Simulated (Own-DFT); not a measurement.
HfTi₂₃O₄₈ (rutile with substituted atoms, atoms displaced) (calculated)

All values are calculated (Own-DFT development build). A calculation, not a measurement: plane-wave PBE density functional theory by an unreviewed code, no spin, of a simulated periodic cell, stress positive in tension, free energy of the whole cell less one offset for each atom, defect cell not probed for a lower state with spin; hafnium file: forces about 75 meV/angstrom off all-electron values; oxygen file: force components 24 meV/angstrom off all-electron in one glass; forces on such cells passed a denser k mesh, this cell's mesh not checked; offsets are fitted by least squares, one for each functional and potential file, so energies compare only between cells with the same atoms and settings and are not formation energies; the far tail of each file's local potential was reset to the Coulomb form; each entry is a single point on an unrelaxed cell, so the pressure reflects the starting lattice, mostly measured values (interpolated for alloys), from which strain is counted, and rises with the displacements; printed positions are rounded, which can move forces by about a meV/angstrom; the program, named Own-DFT, is a retired in-house code; no spin-orbit coupling; before rounding, a Quantum ESPRESSO 7.3.1 run of the same cell and cutoff gave forces within 1 meV/angstrom rms on each cell, which checks the program and not the settings.

Entry: HfTi₂₃O₄₈ (rutile with substituted atoms, atoms displaced)

```
HfTi23O48
1.0
      9.1874     0.0000     0.0000
      0.0000     9.1874     0.0000
      0.0000     0.0000     8.8761
Ti O Ti O Ti O Ti O Ti O Ti O Ti O Ti Hf O Ti O Ti O Ti O Ti O
2 4 2 4 2 4 2 4 2 4 2 4 2 4 1 1 4 2 4 2 4 2 4 2 4
Direct
  0.99545 0.99838 0.00053
  0.25104 0.25301 0.16678
  0.14933 0.15607 0.00151
  0.34572 0.34777 0.00684
  0.39814 0.09257 0.17078
  0.09263 0.40688 0.16306
  0.00311 0.00091 0.33114
  0.24457 0.25034 0.50111
  0.15362 0.14944 0.33911
  0.34581 0.34883 0.33583
  0.40012 0.09879 0.49650
  0.09787 0.40071 0.50481
  0.99587 0.99184 0.66248
  0.25422 0.25351 0.83513
  0.14668 0.15073 0.66171
  0.34793 0.34822 0.67073
  0.39873 0.09707 0.83554
  0.10090 0.40526 0.83594
  0.99930 0.49531 0.99748
  0.25370 0.75397 0.16863
  0.15599 0.65521 0.00845
  0.34954 0.84049 0.99854
  0.40421 0.59960 0.16755
  0.09840 0.90445 0.17300
  0.99780 0.49997 0.33512
  0.25110 0.74804 0.50325
  0.15115 0.65778 0.33331
  0.34641 0.84728 0.32874
  0.40184 0.59810 0.49839
  0.09822 0.90462 0.49737
  0.00367 0.49584 0.67070
  0.24814 0.74862 0.82561
  0.14986 0.65243 0.66740
  0.35365 0.84815 0.66694
  0.39700 0.59838 0.82902
  0.09553 0.90366 0.83389
  0.50438 0.99838 0.99036
  0.75126 0.25079 0.16322
  0.65378 0.15585 0.00137
  0.84682 0.35014 0.99812
  0.90682 0.09633 0.16487
  0.60133 0.40534 0.16790
  0.49736 0.99824 0.33695
  0.75349 0.25477 0.49739
  0.65126 0.15606 0.33390
  0.85043 0.34947 0.33223
  0.89942 0.09689 0.49730
  0.59416 0.40208 0.49978
  0.49780 0.99565 0.66295
  0.74789 0.25192 0.82833
  0.64889 0.15393 0.66862
  0.84767 0.35241 0.66706
  0.90403 0.10121 0.82867
  0.59854 0.39864 0.83636
  0.50184 0.49937 0.00190
  0.74733 0.74387 0.15907
  0.65665 0.64892 0.99842
  0.84287 0.85149 0.00451
  0.90433 0.59447 0.16605
  0.59941 0.90621 0.16493
  0.49997 0.50189 0.33443
  0.75239 0.74892 0.49910
  0.64966 0.64954 0.33339
  0.84287 0.84474 0.33346
  0.90076 0.59760 0.50353
  0.59836 0.90155 0.49771
  0.50322 0.50298 0.66728
  0.74667 0.74989 0.83176
  0.65120 0.65270 0.67406
  0.84240 0.84084 0.66680
  0.90342 0.59194 0.83346
  0.60342 0.90750 0.84061
```

* functional: PBE
* potential files: PseudoDojo norm-conserving, scalar-relativistic, standard set
* wave cutoff: 72 hartree
* occupations: Fermi-Dirac
* smearing width: 0.1 eV
* k mesh: 3 x 3 x 3 centred on Gamma
* free energy of cell above offsets: -19.906 eV
* pressure: 7.93 GPa
* stress xx: -7.6 GPa
* stress yy: -7.75 GPa
* stress zz: -8.45 GPa
* stress yz: -0.63 GPa
* stress xz: 0.13 GPa
* stress xy: 0.11 GPa

Force:
```
element  x (eV/Å)  y (eV/Å)  z (eV/Å)
     Ti     0.573     0.528    -0.365
     Ti    -0.019    -1.009     0.393
      O     0.095    -0.059    -0.118
      O     0.604     0.447    -0.622
      O    -0.159     0.589    -0.293
      O     0.851    -0.854     0.887
     Ti    -0.271    -0.116    -0.039
     Ti      0.15    -0.291     0.191
      O     -0.26     0.354    -0.351
      O    -0.003     0.164    -0.257
      O     0.489    -0.492     0.947
      O     -0.19      0.37    -0.415
     Ti     0.444     1.167     0.428
     Ti    -0.506    -0.831     -0.26
      O     0.464     0.231      0.58
      O     0.085     0.024    -0.047
      O     0.194    -0.132    -0.446
      O     0.338    -0.364    -0.403
     Ti     0.242     0.836      0.84
     Ti    -0.476    -0.307    -1.221
      O    -0.599    -0.368    -1.162
      O     0.497     0.852     -0.49
      O     0.375    -0.492    -0.268
      O     -0.08    -0.038    -0.737
     Ti     0.321     0.575    -0.766
     Ti    -0.447    -0.121    -1.874
      O    -0.105    -0.554     0.815
      O     0.532     0.234     1.472
      O      -0.2     0.336     0.574
      O     0.304    -0.657     0.534
     Ti    -0.601     0.071     -0.09
     Ti    -0.224     0.038     2.933
      O     0.276     0.342    -0.489
      O     -0.44    -0.268    -0.056
      O     0.675    -0.508     0.278
      O     0.167    -0.416    -0.322
     Ti     -0.97      0.29     2.684
     Ti    -0.318    -0.474    -0.219
      O    -0.165     -0.18    -0.075
      O    -0.005    -0.234     0.129
      O    -0.684     0.637     0.184
      O    -0.258     0.008    -0.423
     Ti     0.181     0.634        -2
     Hf    -0.652     -0.91     0.372
      O    -1.005    -1.122    -2.232
      O     1.291     1.258    -2.186
      O     1.467    -1.805     0.443
      O    -1.347     1.601     0.368
     Ti     0.325     1.274    -0.446
     Ti     0.374    -0.671      0.72
      O    -0.817     -0.98     1.381
      O     1.026     0.934     2.123
      O    -0.211    -0.375     0.246
      O    -0.681     0.815    -0.135
     Ti    -0.452     0.002     0.399
     Ti     0.252     0.828     1.681
      O    -0.677     -0.35    -0.386
      O     0.254    -0.335    -0.497
      O    -0.673     0.672     0.288
      O      0.09    -0.553    -0.009
     Ti    -0.211    -0.164    -0.326
     Ti      0.26    -0.099    -1.609
      O     0.169     0.141     0.159
      O     0.241    -0.004     0.264
      O     0.071    -0.113    -0.111
      O    -0.182     0.007     0.855
     Ti    -0.534    -0.562     -0.04
     Ti     0.847    -0.328     0.202
      O    -0.453     -0.27    -0.259
      O     0.683     0.742       0.2
      O    -0.514     1.021     -0.18
      O     0.179     -0.62    -1.346
```
